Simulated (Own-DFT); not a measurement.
# How strain changes the stress of C40 NbSi2, 36 atoms (Nb12Si24)

These are calculations, not measurements. They come from Own-DFT, an in-house plane-wave density functional program, since retired, whose code no person has reviewed. Each row is one single-point run on a periodic cell that was not relaxed, without spin or spin-orbit coupling.

Settings of every run: PBEsol; PseudoDojo norm-conserving scalar-relativistic files, made for PBE; cutoff 42 hartree; 4 x 4 x 5 k mesh centred on Gamma; cold (Marzari-Vanderbilt) smearing of 0.2 eV.

Known limits: forces on such cells failed a check on a denser k mesh; stress not checked against mesh or cutoff.

Unstrained cell vectors in Å: (0.000, 8.324, 0.000); (-9.613, 0.000, 0.000); (0.000, 0.000, 6.586). The unstrained cell was taken from the Materials Project. The random moves and any unrelaxed bonds add to the pressure at no strain. Each run strains this cell uniformly, with the atoms carried along. Every atom was also moved at random, by a Gaussian of width 0.05 Å on each axis. Strain is the symmetric tensor, in per cent. Stress is positive in tension, and the pressure is minus a third of its trace.

| run | e_xx (%) | e_yy (%) | e_zz (%) | e_yz (%) | e_xz (%) | e_xy (%) | s_xx (GPa) | s_yy (GPa) | s_zz (GPa) | s_yz (GPa) | s_xz (GPa) | s_xy (GPa) | P (GPa) | E (meV/atom) |
|---|---|---|---|---|---|---|---|---|---|---|---|---|---|---|
| 1 | 1.45 | -1.42 | -0.27 | -0.68 | 0.85 | 0.60 | 5.23 | -3.17 | -1.81 | -2.08 | 2.76 | 1.54 | -0.08 | 15.8 |
| 2 | -0.37 | 1.71 | 1.45 | 0.53 | -0.02 | -1.82 | 1.12 | 7.38 | 6.61 | 1.32 | 0.31 | -4.86 | -5.04 | 39.4 |
| 3 | -1.08 | -1.55 | 0.50 | 1.69 | -1.39 | 0.45 | -3.75 | -4.86 | -0.05 | 4.81 | -4.38 | 1.39 | 2.89 | 11.9 |
| 4 | 0.00 | 0.65 | -0.21 | 0.44 | -1.15 | -0.14 | 1.73 | 3.51 | -0.89 | 1.06 | -3.35 | -1.07 | -1.45 | 7.0 |
| 5 | -0.31 | -1.51 | -0.81 | 1.76 | -0.65 | -1.90 | -2.69 | -5.38 | -5.35 | 5.93 | -1.76 | -5.96 | 4.47 | 20.8 |
| 6 | -0.56 | 1.64 | -1.12 | -0.19 | 0.52 | -0.54 | -0.04 | 5.95 | -4.35 | 0.14 | 1.23 | -1.67 | -0.52 | 2.4 |
| 7 | -0.11 | -1.85 | 0.47 | 0.37 | 0.66 | 1.93 | -0.23 | -5.23 | 1.24 | 0.84 | 2.47 | 5.75 | 1.41 | 1.9 |
| 8 | -0.62 | -1.50 | 1.41 | -0.74 | 0.93 | 0.07 | -1.02 | -3.59 | 4.04 | -2.49 | 2.93 | 0.13 | 0.19 | 9.7 |
| 9 | 0.45 | -1.17 | -0.03 | -1.28 | 0.50 | 0.86 | 2.11 | -3.00 | -0.49 | -3.72 | 1.01 | 2.24 | 0.46 | 4.4 |
| 10 | -0.35 | 1.62 | -0.44 | 0.02 | 1.57 | -0.57 | 0.82 | 7.20 | -0.90 | -0.01 | 4.96 | -1.73 | -2.37 | 0.0 |
| 11 | -0.22 | 1.13 | -1.12 | -0.96 | -0.67 | 1.05 | 0.35 | 4.65 | -5.63 | -3.98 | -2.58 | 3.43 | 0.21 | 17.4 |
| 12 | -1.43 | 0.57 | -0.87 | 0.52 | 1.94 | 1.57 | -4.99 | 1.80 | -5.72 | 0.65 | 6.54 | 4.57 | 2.97 | 25.3 |
| 13 | -1.64 | 0.77 | 0.05 | 1.12 | 1.84 | -0.51 | -5.35 | 3.13 | -1.49 | 2.94 | 6.17 | -1.96 | 1.24 | 29.7 |
| 14 | -1.54 | -0.52 | 0.11 | 1.42 | -1.92 | -0.80 | -5.29 | -1.41 | -2.20 | 5.02 | -6.40 | -2.71 | 2.97 | 20.3 |
| 15 | 0.05 | 0.62 | 1.57 | 0.32 | 0.12 | 0.40 | 2.54 | 4.26 | 6.92 | 0.78 | 0.55 | 1.01 | -4.57 | 23.2 |
| 16 | -0.72 | 0.65 | 1.77 | 1.57 | -0.41 | -0.79 | ? | ? | ? | ? | ? | ? | ? | ? |

E is the free energy for each atom above the lowest run shown.

## Worked fit

Each stress component was fitted by least squares to a constant and the strains of the runs shown, as fractions, with shears doubled. Shear strains stay in the fit of a normal stress only where such slopes are resolved. The slopes, in GPa:

```
stress  at no strain  per e_xx  per e_yy  per e_zz  scatter
  s_xx           1.0  394 ± 17   72 ± 10   63 ± 15     0.50
  s_yy           1.2   57 ± 11   362 ± 7   53 ± 10     0.32
  s_zz          -0.4   99 ± 19   64 ± 11  446 ± 17     0.55
```

Each shear stress against twice its own strain: yz 149 ± 11, xz 167 ± 3, xy 150 ± 5 GPa. These are stiffnesses along x, y and z of the frame in which the cell vectors are given, which need not be the crystal's axes. The atoms are held to the strained lattice; where symmetry lets them move under strain, relaxing them would lower some slopes. The table should be nearly symmetric about its diagonal, and what it lacks of that shows the noise. A ninth of its sum, 179 ± 7 GPa, estimates the bulk modulus near the mean pressure of these runs, 0.2 GPa.

## Withheld run

Question: what normal stresses and pressure should run 16 give?

The fit gives s_xx = -0.2, s_yy = 4.0, s_zz = 7.2 and P = -3.6 GPa. The calculation gave -0.25, 4.52, 6.49 and P = -3.59 GPa.
